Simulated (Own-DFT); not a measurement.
Al32O47 (corundum with one vacancy, atoms displaced) (calculated)

All values are calculated (Own-DFT development build). A calculation, not a measurement: plane-wave PBE density functional theory by an unreviewed code, no spin, of a simulated periodic cell, stress positive in tension, free energy of the whole cell less one offset for each atom, defect cell not probed for a lower state with spin; oxygen file: force components 24 meV/angstrom off all-electron in one glass; forces on such cells passed a denser k mesh, this cell's mesh not checked; offsets are fitted by least squares, one for each functional and potential file, so energies compare only between cells with the same atoms and settings and are not formation energies; the far tail of each file's local potential was reset to the Coulomb form; each entry is a single point on an unrelaxed cell, so the pressure reflects the starting lattice, mostly measured values, from which strain is counted, and rises with the displacements; printed positions are rounded, which can move forces by about a meV/angstrom; the program is a retired in-house code; no spin-orbit coupling; before rounding, a Quantum ESPRESSO 7.3.1 run of the same cell and cutoff gave forces within 1 meV/angstrom rms on each cell, which checks the program and not the settings.

Settings shared by all entries: functional PBE; potential files PseudoDojo norm-conserving, scalar-relativistic, standard set; wave cutoff 72 hartree; occupations Fermi-Dirac; smearing width 0.1 eV; k mesh 3 x 3 x 3 centred on Gamma.

(1) Al32O47 (corundum with one vacancy, atoms displaced)

```
Al32O47
1.0
      5.4940     0.0000     8.6604
     -2.7470     4.7579     8.6604
     -2.7470    -4.7579     8.6604
Al O Al O Al O Al O Al O Al O Al O Al O
4 6 4 5 4 6 4 6 4 6 4 6 4 6 4 6
Direct
  0.17256 0.18291 0.16924
  0.31175 0.33368 0.32884
  0.42901 0.42053 0.43604
  0.07788 0.06967 0.07823
  0.27517 0.46500 0.12910
  0.47014 0.11453 0.28003
  0.12342 0.27678 0.47846
  0.21759 0.02757 0.38172
  0.02537 0.37689 0.22464
  0.38376 0.22324 0.02179
  0.17993 0.17272 0.66792
  0.32635 0.32091 0.81825
  0.42180 0.42793 0.92557
  0.07508 0.08057 0.57633
  0.27637 0.46972 0.63078
  0.46908 0.12297 0.78171
  0.22390 0.03206 0.87350
  0.02884 0.38087 0.72260
  0.37766 0.22198 0.52438
  0.17378 0.67051 0.17869
  0.32768 0.82370 0.32955
  0.40877 0.93519 0.43331
  0.07235 0.57866 0.06909
  0.27543 0.99146 0.11523
  0.47400 0.62182 0.29014
  0.12806 0.78466 0.46563
  0.21992 0.52689 0.38088
  0.02444 0.88594 0.21543
  0.36621 0.72699 0.02809
  0.16551 0.67497 0.68462
  0.31695 0.82589 0.83513
  0.42061 0.92071 0.93027
  0.06517 0.57499 0.57402
  0.27328 0.97518 0.62496
  0.46448 0.63997 0.77742
  0.13848 0.77240 0.96866
  0.21348 0.53980 0.87314
  0.02710 0.87029 0.72753
  0.38534 0.72388 0.52022
  0.66086 0.16994 0.18411
  0.84280 0.31150 0.31581
  0.92168 0.42296 0.43456
  0.57592 0.06500 0.07610
  0.78002 0.46346 0.13750
  0.97150 0.12080 0.27801
  0.62371 0.28525 0.47044
  0.73392 0.02312 0.37420
  0.53975 0.36935 0.21899
  0.87514 0.22205 0.02900
  0.66780 0.17784 0.68662
  0.82850 0.32378 0.82576
  0.93132 0.42175 0.93134
  0.56998 0.07492 0.57064
  0.77862 0.46314 0.62899
  0.96693 0.12558 0.77934
  0.63264 0.28315 0.96604
  0.70768 0.04532 0.86967
  0.52829 0.37717 0.72997
  0.88124 0.22044 0.52934
  0.67810 0.67276 0.17678
  0.83395 0.81217 0.32774
  0.92812 0.92468 0.42071
  0.58164 0.57309 0.07569
  0.78253 0.97530 0.10874
  0.96913 0.62359 0.28897
  0.62748 0.78409 0.47634
  0.73177 0.53408 0.36649
  0.52012 0.88080 0.22893
  0.87894 0.72452 0.02331
  0.67912 0.68026 0.67528
  0.81871 0.82847 0.83306
  0.92273 0.91785 0.93296
  0.57270 0.57189 0.57711
  0.77221 0.97364 0.62338
  0.97217 0.62241 0.77891
  0.61790 0.77981 0.97059
  0.72291 0.52274 0.87328
  0.52261 0.87361 0.72636
  0.86874 0.72830 0.53273
```

The calculation gives: free energy of cell above offsets -53.039 eV; pressure 8.86 GPa; stress xx -9.27 GPa; stress yy -8.04 GPa; stress zz -9.26 GPa; stress yz -0.13 GPa; stress xz 0.63 GPa; stress xy 0.13 GPa.

Force:
```tsv
element	x (eV/Å)	y (eV/Å)	z (eV/Å)
Al	1.159	0.026	0.931
Al	2.05	-0.286	0.022
Al	-0.089	1.256	-0.338
Al	-0.887	2.05	-0.647
O	-0.627	0.231	0.555
O	-0.79	1.616	1.964
O	0.067	1.067	0.053
O	-0.329	0.98	-0.378
O	0.984	0.367	0.141
O	-1.433	-0.278	-0.544
Al	-1.436	-1.02	1.92
Al	-1.426	-1.242	0.596
Al	0.946	0.085	1.153
Al	-0.612	-1.181	-1.925
O	0.173	0.913	-0.224
O	0.272	0.502	-0.259
O	-0.451	0.301	-0.583
O	0.977	-0.859	-1.367
O	-0.441	0.069	-0.406
Al	0.117	0.719	0.925
Al	-0.314	0.475	-0.428
Al	2.666	-1.097	0.034
Al	0.665	-1.306	0.232
O	0.8	-1.72	-0.373
O	0.389	0.949	-1.088
O	-0.293	-0.958	-0.631
O	0.322	0.739	-0.504
O	1.278	-2.284	-1.278
O	0.55	-1.67	1.517
Al	1.236	1.255	-0.253
Al	2.03	1.662	-0.123
Al	-0.086	1.423	0.596
Al	0.179	-0.126	1.55
O	-0.55	-0.733	0.9
O	1.123	-1.439	-1.354
O	-3.265	-1.085	-1.776
O	0.941	-1.173	0.284
O	-0.789	0.784	0.518
O	-1.639	-1.164	-0.52
Al	1.841	1.065	1.268
Al	-3.083	-0.934	0.929
Al	-0.14	0.439	-0.753
Al	-0.876	1.214	0.65
O	0.058	2.513	-0.816
O	0.727	0.367	0.738
O	0.766	-1.073	0.596
O	-1.547	0.987	-1.531
O	-1.989	0.086	-0.012
O	0.482	-0.333	0.373
Al	1.294	2.654	-1.57
Al	-0.371	-0.525	-0.135
Al	0.833	-0.647	-0.418
Al	1.195	-1.042	1.175
O	-0.53	0.703	0.783
O	0.881	-0.334	0.31
O	-1.661	-1.077	-1.036
O	1.84	-3.398	0.503
O	0.043	0.707	-1.316
O	-0.748	0.138	-1.126
Al	-1.028	-0.885	0.753
Al	-2.741	1.672	0.14
Al	-0.945	-0.606	1.158
Al	-0.149	-0.576	-1.801
O	-1.449	-2.384	1.269
O	1.85	0.324	-0.621
O	0.112	0.208	-0.988
O	-0.86	-0.904	0.33
O	1.91	-0.083	-1.384
O	-1.37	-0.634	-0.687
Al	-1.404	-0.694	-1.351
Al	0.783	1.853	-2.119
Al	1.647	2.617	1.134
Al	0.347	1.036	1.109
O	0.195	-0.628	1.008
O	-1.068	0.43	0.462
O	0.919	-1.092	1.433
O	-0.853	0.352	1.739
O	-0.12	0.738	0.781
O	1.737	-0.102	0.13
```

(2) Al32O47 (corundum with one vacancy, atoms displaced)

```
Al32O47
1.0
      5.4940     0.0000     8.6604
     -2.7470     4.7579     8.6604
     -2.7470    -4.7579     8.6604
Al O Al O Al O Al O Al O Al O Al O Al O
4 6 4 6 4 6 4 6 4 6 4 6 4 6 4 5
Direct
  0.18402 0.17746 0.16800
  0.32208 0.32859 0.32399
  0.42122 0.42609 0.42512
  0.06975 0.07456 0.08208
  0.27475 0.46055 0.12414
  0.47405 0.12194 0.27732
  0.13384 0.26598 0.47614
  0.21681 0.03471 0.37396
  0.02442 0.38248 0.21882
  0.36642 0.21704 0.04406
  0.18331 0.18099 0.67347
  0.32747 0.32515 0.81677
  0.43161 0.41880 0.92756
  0.07077 0.05916 0.58769
  0.28042 0.47752 0.63250
  0.45878 0.12577 0.78623
  0.12358 0.27883 0.96957
  0.22026 0.03449 0.87516
  0.02226 0.37639 0.72860
  0.37838 0.20817 0.52263
  0.16981 0.68018 0.18067
  0.32331 0.81602 0.33926
  0.41884 0.93704 0.42271
  0.06822 0.58125 0.06636
  0.26548 0.97069 0.13398
  0.46845 0.62819 0.27696
  0.12686 0.77514 0.48390
  0.21758 0.52567 0.37461
  0.01650 0.87723 0.23127
  0.37485 0.71503 0.03729
  0.16831 0.68832 0.67483
  0.33624 0.81953 0.82147
  0.43125 0.92266 0.92821
  0.07404 0.56790 0.57549
  0.27838 0.96887 0.62758
  0.46162 0.62742 0.79396
  0.13092 0.77492 0.97295
  0.23442 0.52228 0.87481
  0.02926 0.87308 0.71776
  0.37843 0.72552 0.52474
  0.67133 0.17652 0.17874
  0.82990 0.32015 0.32511
  0.92963 0.43179 0.42237
  0.57930 0.06757 0.07501
  0.78491 0.48364 0.11592
  0.98113 0.12461 0.28333
  0.61679 0.28347 0.47545
  0.71742 0.02831 0.37709
  0.53079 0.35870 0.22331
  0.88165 0.22481 0.02119
  0.67758 0.17552 0.67402
  0.82349 0.31485 0.83773
  0.92448 0.42046 0.93746
  0.57036 0.06984 0.58013
  0.77243 0.46431 0.63061
  0.96479 0.12205 0.79592
  0.62844 0.28883 0.96915
  0.71678 0.03453 0.87423
  0.52858 0.38407 0.71613
  0.87120 0.23577 0.52590
  0.67941 0.67786 0.16181
  0.82561 0.82129 0.32061
  0.91905 0.93408 0.42470
  0.58231 0.56810 0.08022
  0.78535 0.97459 0.12085
  0.98184 0.61574 0.28186
  0.62390 0.77281 0.48030
  0.73350 0.51444 0.37793
  0.52611 0.87754 0.22358
  0.86997 0.72218 0.02982
  0.66880 0.67903 0.67327
  0.82271 0.83086 0.81394
  0.93010 0.92582 0.92643
  0.58487 0.56744 0.57464
  0.79008 0.96615 0.61936
  0.97130 0.61728 0.78139
  0.72275 0.52794 0.87307
  0.52948 0.87636 0.71933
  0.87089 0.71933 0.53384
```

Results for Al32O47 (corundum with one vacancy, atoms displaced): free energy of cell above offsets -52.399 eV; pressure 8.73 GPa; stress xx -9.29 GPa; stress yy -8.6 GPa; stress zz -8.32 GPa; stress yz -1.45 GPa; stress xz 0.55 GPa; stress xy -1.06 GPa.

Force:
```tsv
element	x (eV/Å)	y (eV/Å)	z (eV/Å)
Al	-2.227	-1.207	-0.332
Al	0.583	-0.107	-2.532
Al	-0.053	-0.444	1.036
Al	1.333	0.663	-0.24
O	-0.447	-0.334	2.07
O	0.43	0.582	0.306
O	-1.458	0.683	0.001
O	0.244	-1.167	0.293
O	0.817	-0.252	-0.603
O	3.617	1.996	0.876
Al	-1.492	-1.185	-1.653
Al	-1.598	-0.673	1.385
Al	-1.222	0.536	0.115
Al	0.118	3.964	1.855
O	1.11	1.484	-3.014
O	2.078	0.829	0.374
O	0.387	-0.448	0.936
O	0.673	-0.835	-0.226
O	1.63	0.419	-0.447
O	0.047	0.821	2.518
Al	1.22	0.601	-0.804
Al	-0.004	2.064	-0.258
Al	0.288	-1.218	-0.184
Al	2.08	-1.624	0.74
O	1.435	-0.302	0.417
O	0.942	-0.712	-0.371
O	-0.522	1.083	-1.989
O	0.341	-0.667	1.448
O	0.904	0.322	0.243
O	0.201	0.528	0.429
Al	2.81	-2.778	-0.478
Al	-2.618	0.316	0.058
Al	-0.891	-1.453	-0.014
Al	-1.614	-0.163	0.908
O	-0.278	-0.526	-0.05
O	2.56	0.14	-0.927
O	-1.079	0.288	-0.562
O	-1.622	1.144	-1.103
O	-2.207	-1.018	0.762
O	-0.246	-0.675	0.255
Al	1.615	-0.608	-0.731
Al	-0.59	0.462	1.301
Al	0.699	-2.075	-0.842
Al	-1.395	0.247	0.127
O	-0.943	-1.762	-0.903
O	-1.172	-0.041	-1.796
O	0.96	-0.56	-0.39
O	0.099	-0.048	0.622
O	-2.186	2.05	3.169
O	-1.558	-2.107	0.481
Al	-0.615	1.282	1.017
Al	0.666	2.832	0.259
Al	1.209	2.178	-0.942
Al	0.119	1.173	-0.167
O	0.368	0.198	1.486
O	1.675	0.611	-1.251
O	-0.785	-1.963	-1.71
O	0.966	-0.065	-0.37
O	0.36	-2.402	-1.072
O	0.995	-2.774	-0.907
Al	-1.726	-0.87	1.6
Al	-0.786	-0.941	0.483
Al	1.72	-0.681	-0.53
Al	-0.507	1.11	-2.374
O	-0.495	-0.498	-0.649
O	-1.291	1.8	0.477
O	0.249	1.341	-0.494
O	-1.875	2.377	-0.47
O	1.109	-0.29	-0.719
O	0.601	1.538	1.019
Al	1.101	-1.67	0.95
Al	-0.211	-2.512	-0.319
Al	-0.089	-0.488	0.299
Al	-0.792	1.124	-0.909
O	-2.426	0.904	0.361
O	-0.704	0.918	1.296
O	-0.941	-0.421	0.894
O	-0.247	-0.616	0.357
O	0.554	0.569	0.107
```

(3) Al32O47 (corundum with one vacancy, atoms displaced)

```
Al32O47
1.0
      5.4940     0.0000     8.6604
     -2.7470     4.7579     8.6604
     -2.7470    -4.7579     8.6604
Al O Al O Al O Al O Al O Al O Al O Al O
4 6 4 6 4 6 4 5 4 6 4 6 4 6 4 6
Direct
  0.18125 0.18475 0.16920
  0.31856 0.34138 0.31612
  0.42134 0.42142 0.42544
  0.06011 0.08659 0.07287
  0.28987 0.46091 0.12057
  0.46836 0.12991 0.27663
  0.12854 0.27819 0.47612
  0.23101 0.02463 0.37138
  0.03318 0.36575 0.22701
  0.37964 0.22277 0.02905
  0.17060 0.18249 0.67029
  0.31620 0.32046 0.83437
  0.42651 0.43705 0.91718
  0.08683 0.06469 0.56069
  0.27581 0.48340 0.63072
  0.46727 0.12804 0.77792
  0.13117 0.26842 0.97737
  0.22567 0.02105 0.87514
  0.02469 0.36925 0.73391
  0.38149 0.22439 0.51969
  0.16816 0.67858 0.17798
  0.33248 0.82089 0.32755
  0.43443 0.91865 0.42459
  0.07071 0.57743 0.07502
  0.27068 0.97749 0.12401
  0.47018 0.61847 0.27889
  0.13592 0.78219 0.46453
  0.21693 0.53379 0.37723
  0.02359 0.87742 0.22847
  0.36671 0.72810 0.03317
  0.17880 0.66679 0.68383
  0.32290 0.82557 0.82433
  0.41889 0.92669 0.93279
  0.08370 0.57022 0.57158
  0.29126 0.96349 0.62977
  0.47672 0.62698 0.76315
  0.13446 0.78075 0.96097
  0.22168 0.53008 0.87411
  0.02815 0.86787 0.72859
  0.67832 0.16399 0.18475
  0.83472 0.31738 0.32507
  0.94020 0.41601 0.43035
  0.56737 0.08146 0.07610
  0.77262 0.47439 0.12237
  0.97780 0.11902 0.28962
  0.61288 0.27777 0.47458
  0.71312 0.01792 0.37829
  0.52598 0.38009 0.22534
  0.86670 0.22915 0.03232
  0.66731 0.17147 0.68859
  0.81341 0.31931 0.82891
  0.91883 0.43436 0.91884
  0.58521 0.07178 0.57144
  0.79978 0.47010 0.61556
  0.97184 0.11539 0.78486
  0.61126 0.29445 0.97248
  0.72976 0.03207 0.85605
  0.53208 0.37307 0.72268
  0.87060 0.23046 0.52355
  0.67808 0.66491 0.18888
  0.83650 0.81821 0.32060
  0.92044 0.93961 0.41547
  0.57485 0.57010 0.07511
  0.77787 0.97859 0.11926
  0.97445 0.61978 0.27936
  0.63067 0.78716 0.46952
  0.72486 0.52790 0.37718
  0.52133 0.87722 0.22532
  0.87926 0.72549 0.01913
  0.68512 0.67459 0.67562
  0.82264 0.82456 0.82340
  0.91283 0.92787 0.92636
  0.56971 0.57321 0.58092
  0.77393 0.97709 0.62412
  0.97586 0.63664 0.77300
  0.62483 0.77367 0.97796
  0.73435 0.52182 0.87626
  0.52565 0.87360 0.70930
  0.86257 0.71982 0.53633
```

It finds free energy of cell above offsets -51.603 eV; pressure 9.64 GPa; stress xx -9.86 GPa; stress yy -9.74 GPa; stress zz -9.31 GPa; stress yz 0.71 GPa; stress xz 0.09 GPa; stress xy -0.19 GPa.

Force:
```tsv
element	x (eV/Å)	y (eV/Å)	z (eV/Å)
Al	1.163	-2.162	-1.206
Al	2.085	-2.457	-0.046
Al	0.349	0.014	1.961
Al	2.634	-0.7	0.559
O	-2.44	1.245	0.293
O	0.345	-0.09	-0.054
O	0.699	0.271	-0.588
O	-0.291	0.607	0.152
O	-0.553	1.689	1.008
O	-0.603	0.739	-1.166
Al	1.314	-2.008	0.793
Al	1.494	1.26	0.31
Al	-0.076	-0.41	-0.933
Al	-1.854	-1.863	0.774
O	1.524	-0.905	-2.324
O	-0.011	-0.717	0.136
O	-2.025	1.257	-0.561
O	-1.665	0.975	0.54
O	1.176	1.231	0.44
O	-1.563	-0.576	-0.537
Al	1.302	1.312	0.948
Al	-0.444	0.152	-1.598
Al	-0.453	-0.447	1.436
Al	0.956	0.352	-0.268
O	0.407	-0.785	0.954
O	-0.482	0.344	1.411
O	-1.43	-0.635	-1.271
O	0.396	0.261	-1.1
O	0.279	0.347	-0.926
O	1.232	-0.773	-0.512
Al	-0.244	2.78	0.663
Al	1.063	0.337	0.817
Al	0.246	0.253	-0.266
Al	-2.368	0.271	0.76
O	-0.951	2.504	-2.396
O	-0.747	-1.208	1.538
O	-2.078	-2.337	-0.968
O	-0.128	-1.743	0.739
O	0.591	1.621	0.311
Al	-1.861	1.6	0.02
Al	-2.204	0.19	-0.672
Al	-1.696	0.304	-1.429
Al	0.38	-0.345	0.193
O	1.223	-1.175	1.591
O	-0.41	1.589	-0.841
O	1.926	0.2	1.741
O	0.786	0.532	2.326
O	0.798	-0.223	-1.707
O	0.088	-0.994	-0.509
Al	0.336	3.663	-1.121
Al	1.219	0.467	0.666
Al	0.815	-0.587	1.666
Al	-1.978	-0.367	-1.791
O	-1.891	-0.991	-0.234
O	-0.484	1.373	0.468
O	1.745	-1.044	0.152
O	-1.674	-3.459	2.183
O	-0.389	-0.249	-0.03
O	0.938	-1.553	0.468
Al	-0.375	1.475	-1.115
Al	-2.375	-0.608	-0.682
Al	0.702	-2.906	0.695
Al	-0.81	0.576	0.608
O	0.178	-0.473	-0.483
O	0.824	0.861	0.2
O	0.797	-0.409	-1.828
O	0.323	-0.114	0.022
O	1.891	0.443	0.207
O	-1.201	-1.732	0.24
Al	-1.91	-0.514	-1.736
Al	-0.013	0.195	-0.415
Al	2.131	0.661	1.061
Al	0.881	1.955	-0.816
O	0.867	-0.083	-0.449
O	0.153	-1.669	-2.17
O	-0.2	1.043	-0.153
O	-2.19	1.476	-1.726
O	-0.24	-0.771	2.629
O	4.055	1.657	2.954
```

(4) Al32O47 (corundum with one vacancy, atoms displaced)

```
Al32O47
1.0
      5.4940     0.0000     8.6604
     -2.7470     4.7579     8.6604
     -2.7470    -4.7579     8.6604
Al O Al O Al O Al O Al O Al O Al O Al O
4 6 4 6 4 6 4 6 4 6 4 5 4 6 4 6
Direct
  0.17346 0.17458 0.17881
  0.32366 0.33039 0.32232
  0.41961 0.42001 0.43159
  0.07964 0.06092 0.07918
  0.28141 0.47245 0.12295
  0.46838 0.11854 0.28901
  0.11957 0.28749 0.47021
  0.21941 0.03649 0.36949
  0.02211 0.37391 0.22259
  0.37843 0.23067 0.01801
  0.18061 0.17572 0.68204
  0.33023 0.32598 0.82013
  0.42499 0.42592 0.92955
  0.06878 0.07287 0.57331
  0.28149 0.46340 0.62455
  0.47644 0.12119 0.78114
  0.12028 0.29301 0.95553
  0.21192 0.03313 0.87363
  0.03022 0.36645 0.72595
  0.38283 0.22571 0.51323
  0.17312 0.68277 0.16496
  0.32193 0.82164 0.33453
  0.42772 0.93328 0.42169
  0.07526 0.57570 0.07867
  0.27850 0.96713 0.12922
  0.46193 0.62466 0.28096
  0.13140 0.78255 0.46142
  0.22141 0.52936 0.37530
  0.02849 0.87601 0.22095
  0.36806 0.72192 0.02185
  0.18766 0.68048 0.66263
  0.32333 0.82534 0.81869
  0.42957 0.91738 0.93016
  0.07223 0.57329 0.58409
  0.26689 0.98333 0.63042
  0.46741 0.61967 0.78798
  0.12724 0.77366 0.97397
  0.21778 0.52299 0.88083
  0.02849 0.87591 0.72196
  0.38436 0.71519 0.53419
  0.66989 0.18000 0.17803
  0.82251 0.32838 0.32115
  0.92099 0.42681 0.43242
  0.57310 0.07568 0.07493
  0.78943 0.47489 0.11692
  0.97029 0.13068 0.27713
  0.63002 0.28368 0.46159
  0.72112 0.02834 0.36628
  0.52012 0.37563 0.22555
  0.88707 0.20554 0.02532
  0.67884 0.17564 0.67252
  0.82642 0.31888 0.82942
  0.92285 0.42967 0.92928
  0.58119 0.07715 0.56703
  0.77488 0.48213 0.61645
  0.97436 0.11544 0.77849
  0.61955 0.27812 0.97269
  0.72739 0.02048 0.87459
  0.53378 0.38207 0.71138
  0.67180 0.68013 0.18359
  0.82418 0.82960 0.31879
  0.93199 0.92026 0.42763
  0.58770 0.56505 0.07498
  0.76949 0.97420 0.13482
  0.97364 0.62706 0.26631
  0.62317 0.78246 0.46818
  0.71122 0.52927 0.37769
  0.52777 0.87523 0.21508
  0.86824 0.72438 0.02943
  0.67085 0.67131 0.68663
  0.83085 0.82430 0.81476
  0.92609 0.93201 0.92253
  0.57671 0.55848 0.58730
  0.77823 0.96837 0.62835
  0.97188 0.62793 0.78299
  0.62928 0.77975 0.96935
  0.72482 0.52183 0.88013
  0.52746 0.88098 0.71620
  0.88492 0.72303 0.52103
```

It finds free energy of cell above offsets -53.549 eV; pressure 8.47 GPa; stress xx -7.98 GPa; stress yy -9.11 GPa; stress zz -8.33 GPa; stress yz -0.47 GPa; stress xz 0.16 GPa; stress xy -0.11 GPa.

Force:
```tsv
element	x (eV/Å)	y (eV/Å)	z (eV/Å)
Al	0.086	1.7	-0.381
Al	-0.921	-0.347	-1.11
Al	0.403	1.744	0.566
Al	-0.532	2.01	0.58
O	-0.334	-0.443	-0.186
O	-0.062	2.749	0.408
O	0.363	-0.493	0.025
O	0.641	-1.679	0.43
O	0.15	0.041	0.921
O	-0.188	-1.65	-0.42
Al	0.349	1.441	-1.722
Al	-1.111	-0.681	-0.584
Al	-0.753	-0.094	-0.705
Al	-1.026	1.105	1.042
O	-0.931	0.559	0.897
O	-0.077	0.812	-0.308
O	1.532	-2.367	1.16
O	1.228	-1.72	1.363
O	-1.176	1.495	0.474
O	-0.749	-2.188	0.504
Al	-0.028	-1.838	1.243
Al	2.017	1.74	-0.404
Al	-0.22	-2.071	-0.236
Al	-0.02	0.329	-2.422
O	-0.204	0.777	-0.145
O	0.975	0.225	0.631
O	-0.8	-1.835	0.567
O	-0.683	0.242	-0.221
O	0.185	-0.729	-0.443
O	1.407	0.284	2.047
Al	-1.615	-2.337	0.448
Al	-0.559	-0.091	0.436
Al	-0.139	0.53	-0.002
Al	0.997	0.194	-1.384
O	2.063	0.155	-1.188
O	0.882	1.156	0.423
O	-0.55	1.355	-0.688
O	0.561	1.424	0.358
O	1.244	-0.143	-0.737
O	-1.009	1.318	-0.766
Al	0.973	-0.16	-0.158
Al	0.411	0.115	0.659
Al	1.395	0.868	-0.775
Al	0.592	-0.097	-0.707
O	-1.821	-0.832	-0.674
O	0.469	-0.935	-0.774
O	-0.665	-1.315	-0.789
O	-0.539	-1.077	2.117
O	1.741	1.127	0.516
O	-2.264	0.589	-0.065
Al	0.75	-0.035	0.994
Al	1.031	-0.202	-0.655
Al	1.732	-0.067	-0.299
Al	-0.097	-0.307	-0.731
O	-0.308	-1.981	1.374
O	-1.473	1.714	1.17
O	0.895	-0.014	1.047
O	-1.124	0.837	0.531
O	-0.422	-3.569	-1.918
Al	1.126	0.798	-0.913
Al	-0.208	-1.306	-0.163
Al	-0.7	1.104	-0.385
Al	-2.483	0.132	0.199
O	1.108	1.587	-1.419
O	-1.358	-0.902	1.078
O	0.143	-0.818	0.436
O	0.639	-0.63	0.808
O	-1.654	-0.02	1.005
O	0.943	-0.101	1.076
Al	0.527	1.923	-0.11
Al	-1.435	-1.462	1.49
Al	-0.406	-2.024	-0.99
Al	0.052	4.367	1.274
O	0.63	1.416	-0.879
O	1.458	0.566	-1.496
O	-0.284	-0.639	-1.221
O	0.257	0.438	-0.527
O	0.158	-0.785	-0.196
O	-1.185	-0.986	-0.404
```
